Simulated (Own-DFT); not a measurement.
# Misfit strain and the stress it brings: diamond-structure SiGeSn with randomly placed atoms, 64 atoms (Ge52Si8Sn4)

No measurement is shown. These are fixed-geometry runs of a retired plane-wave code named Own-DFT, which no person has reviewed; spin and spin-orbit coupling are neglected.

Common settings: PBE; PseudoDojo norm-conserving scalar-relativistic files; cutoff 49 hartree; 3 x 3 x 3 k mesh centred on Gamma; Fermi-Dirac smearing of 0.1 eV.

Keep in mind: forces on such cells moved up to 12 meV/angstrom on a denser k mesh; stress not checked against mesh or cutoff.

Unstrained cell vectors in Å: (11.363, 0.000, 0.000); (0.000, 11.363, 0.000); (0.000, 0.000, 11.363). The unstrained cell has measured lattice constants (interpolated for alloys), not those of this functional. That, the random moves and any unrelaxed bonds set the pressure at no strain. Each run strains x and y alike by e, as a substrate would, and holds the height along z. Each coordinate of each atom was shifted by a normal deviate of width 0.05 Å. The random placing of the alloy's atoms differs from row to row. Stress is positive in tension.

```
e (%)  u (Å)  (s_xx + s_yy)/2 (GPa)  s_zz (GPa)
-3.00  0.052                 -10.59       -8.39
-1.00  0.052                  -6.53       -5.85
-0.75  0.046                  -5.92       -5.28
-0.50  0.052                      ?           ?
-0.25  0.054                  -5.23       -5.05
 0.50  0.052                  -3.68       -3.99
 1.25  0.051                  -2.74       -3.44
 1.50  0.054                  -2.24       -3.04
 2.75  0.046                  -0.33       -1.84
 3.00  0.050                   0.12       -1.56
```

## Analysis

With e as a fraction, the in-plane stress is -4.7 + 177 e - 632 e² GPa (errors 2 and 108, scatter 0.12), and s_zz is -4.6 + 113 e - 389 e² GPa (slope ± 2, scatter 0.13). At e = 0 the first slope is C11 + C12 and the second 2 C12, both with the ions held to the strained lattice and at the cell's own pressure. The term in e² is negative: the layer stiffens under compression and softens under tension. A free layer would change its height as e changes, and the in-plane slope would drop by 2 C12²/C11 to the biaxial modulus. At fixed height, a misfit of 1 % moves the in-plane stress by about 1.8 GPa and s_zz by 1.1 GPa.

## Check

Asked: what are the two stresses at e = -0.50 %?

Estimate: -5.6 and -5.2 GPa. The calculation gave -5.43 and -5.19 GPa.
